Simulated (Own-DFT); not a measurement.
# Strain and stress in 3C SiC, 64 atoms (C32Si32)

Calculated results; nothing here was measured. They come from Own-DFT, an in-house plane-wave density functional program, since retired, whose code no person has reviewed. Each row is one single-point run on a periodic cell that was not relaxed, without spin or spin-orbit coupling.

Settings of every run: PBE; PseudoDojo norm-conserving scalar-relativistic files; cutoff 42 hartree; 4 x 4 x 4 k mesh centred on Gamma; Fermi-Dirac smearing of 0.1 eV.

Known limits: forces on such cells passed a denser k mesh, each cell not checked; stress not checked against mesh or cutoff.

Unstrained cell vectors in Å: (8.719, 0.000, 0.000); (0.000, 8.719, 0.000); (0.000, 0.000, 8.719). The unstrained cell has measured lattice constants (interpolated for alloys), not those of this functional. That, the random moves and any unrelaxed bonds set the pressure at no strain. Each run strains this cell uniformly, with the atoms carried along. Every atom was also moved at random, by a Gaussian of width 0.05 Å on each axis. Strain is the symmetric tensor, in per cent. Stress is positive in tension, and the pressure is minus a third of its trace.

```
run,e_xx (%),e_yy (%),e_zz (%),e_yz (%),e_xz (%),e_xy (%),s_xx (GPa),s_yy (GPa),s_zz (GPa),s_yz (GPa),s_xz (GPa),s_xy (GPa),P (GPa),E (meV/atom)
1,1.56,0.78,1.12,0.61,-1.47,0.84,2.97,1.26,2.15,3.77,-6.70,3.74,-2.13,9.5
2,1.24,1.61,0.47,-0.87,-1.94,1.69,2.03,2.69,-0.12,-3.22,-9.36,6.99,-1.53,25.0
3,-1.33,-1.70,0.43,1.46,0.46,-0.94,-13.63,-14.64,-9.06,7.67,2.00,-6.54,12.45,45.9
4,-0.58,0.26,-1.22,-1.40,-1.42,1.75,-9.34,-7.62,-10.99,-7.53,-8.41,9.98,9.32,19.5
5,1.45,-1.04,1.69,-1.38,0.18,0.80,0.99,-5.13,1.43,-8.02,1.14,3.56,0.90,17.6
6,0.76,-1.62,0.31,0.47,1.29,1.29,-4.59,-10.40,-5.91,2.79,6.96,8.47,6.97,30.4
7,0.45,-1.97,0.40,1.83,-0.37,0.41,-6.02,-11.82,-6.17,11.39,-1.97,0.44,8.00,21.9
8,0.67,-1.91,0.53,0.22,-1.12,-0.69,-5.68,-11.31,-5.86,1.71,-7.36,-3.29,7.62,31.2
9,-0.93,1.32,0.13,0.63,-0.85,-0.16,-6.23,-1.07,-4.50,2.48,-3.58,-0.16,3.93,13.5
10,-1.30,1.06,-0.06,-0.65,0.02,-1.06,-8.58,-2.57,-5.43,-4.18,1.94,-5.34,5.53,0.0
11,0.08,1.98,1.17,0.75,-1.94,0.37,-1.51,3.52,1.38,4.68,-9.73,2.32,-1.13,15.7
12,1.22,-1.25,-0.48,-1.06,1.13,1.92,-3.81,-10.62,-8.65,-6.01,7.60,10.81,7.69,50.8
13,-1.04,0.57,-0.26,0.14,1.05,-0.96,-8.84,-5.25,-7.40,3.75,5.25,-5.21,7.16,24.1
14,0.21,-0.07,-1.42,0.84,1.25,-0.06,-7.66,-7.43,-11.20,6.21,8.02,-2.80,8.77,34.7
15,-0.37,-0.15,0.03,-1.17,-0.83,-0.90,-7.63,-7.55,-7.61,-9.08,-6.10,-4.26,7.60,44.5
16,-1.93,0.70,0.15,-1.61,-1.81,1.33,-11.96,-5.36,-7.47,-7.83,-10.11,7.50,8.26,36.3
17,-1.78,-1.63,-1.56,-0.29,0.08,-1.10,-18.53,-17.58,-17.42,-1.63,2.30,-5.92,17.84,55.9
18,-1.72,-0.59,-1.17,1.48,-1.97,1.86,?,?,?,?,?,?,?,?
```

E is the free energy for each atom above the lowest run shown.

## Worked fit

Each stress component was fitted by least squares to a constant and the strains of the runs shown, as fractions, with shears doubled. Shear strains stay in the fit of a normal stress only where such slopes are resolved. The slopes, in GPa:

| stress | at no strain | per e_xx | per e_yy | per e_zz | scatter |
|---|---|---|---|---|---|
| s_xx | -5.8 | 387 ± 14 | 161 ± 11 | 158 ± 19 | 0.58 |
| s_yy | -5.8 | 139 ± 14 | 402 ± 11 | 156 ± 19 | 0.58 |
| s_zz | -6.0 | 144 ± 13 | 154 ± 10 | 396 ± 17 | 0.53 |

Each shear stress against twice its own strain: yz 300 ± 18, xz 285 ± 16, xy 274 ± 20 GPa. These are stiffnesses along x, y and z of the frame in which the cell vectors are given, which need not be the crystal's axes. The atoms are held to the strained lattice; where symmetry lets them move under strain, relaxing them would lower some slopes. The table should be nearly symmetric about its diagonal, and what it lacks of that shows the noise. A ninth of its sum, 233 ± 6 GPa, estimates the bulk modulus near the mean pressure of these runs, 6.3 GPa, so it lies above the value at zero pressure.

## Withheld run

Question: what normal stresses and pressure should run 18 give?

The fit gives s_xx = -15.3, s_yy = -12.4, s_zz = -14.0 and P = 13.9 GPa. The calculation gave -15.92, -13.13, -15.36 and P = 14.80 GPa.
